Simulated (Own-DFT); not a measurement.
# Point defects and the pressure they add: 2H SiC

No measurement is shown. These are fixed-geometry runs of a retired plane-wave code named Own-DFT, which no person has reviewed; spin and spin-orbit coupling are neglected.

Method: PBE; PseudoDojo norm-conserving scalar-relativistic files; cutoff 42 hartree; 4 x 4 x 3 k mesh centred on Gamma; Fermi-Dirac smearing of 0.1 eV.

Caveats (not all hold for every row): some atoms lie very close together; not probed for a lower state with spin; forces on such cells passed a denser k mesh, each cell not checked; stress not checked against mesh or cutoff.

All runs share one cell, with vectors in Å (9.248, 0.000, 0.000); (-4.624, 8.009, 0.000); (0.000, 0.000, 10.068) and a volume of 745.7 Å³. u is the rms random offset of the atoms per axis. The defect's site can differ from row to row.

```
                                     cell     formula   u (Å)  P (GPa)
                                no defect     C36Si36  0.0313     3.71
                                no defect     C36Si36  0.0575     6.53
                                no defect     C36Si36  0.0608     6.10
                       one Si on a C site     C35Si37  0.0284    10.53
                       one Si on a C site     C35Si37  0.0291    10.82
                       one Si on a C site     C35Si37  0.0493    11.81
one Al on a Si site and one N on a C site  AlC35NSi35  0.0298     4.05
one Al on a Si site and one N on a C site  AlC35NSi35  0.0304     4.14
one Al on a Si site and one N on a C site  AlC35NSi35  0.0471     5.04
one Al on a Si site and one N on a C site  AlC35NSi35  0.0492        ?
                 two Al on a Si site each  Al2C36Si34  0.0295     5.80
                 two Al on a Si site each  Al2C36Si34  0.0499     7.27
                 two Al on a Si site each  Al2C36Si34  0.0510     7.69
one C on a Si site and one Si on a C site     C36Si36  0.0295     7.50
one C on a Si site and one Si on a C site     C36Si36  0.0448     7.90
one C on a Si site and one Si on a C site     C36Si36  0.0487     9.41
```

## Worked fit

P = P0 + c u² + a shift for each defect gives P0 = 2.97 GPa, c = 930 ± 118 GPa/Å² and a scatter of 0.38 GPa. The shifts, and each times the cell's volume:

- one Si on a C site: 6.82 ± 0.34 GPa, 31.7 eV
- one C on a Si site and one Si on a C site: 3.67 ± 0.33 GPa, 17.1 eV
- two Al on a Si site each: 2.10 ± 0.32 GPa, 9.8 eV (4.9 eV for each of its 2 sites)
- one Al on a Si site and one N on a C site: 0.19 ± 0.34 GPa, 0.9 eV (not resolved)

Positive is outwards. The product with the volume (160.2 GPa Å³ to the eV) is nearly free of the cell's size; divided by the bulk modulus at the cell's pressure it gives the volume that the defect adds. The atoms around the defects weren't relaxed, which would change these numbers.

## Withheld run

The question: what pressure belongs in the blank (one Al on a Si site and one N on a C site, u = 0.0492 Å)?

The fit gives 5.41 ± 0.45 GPa. DFT gave 5.55 GPa.
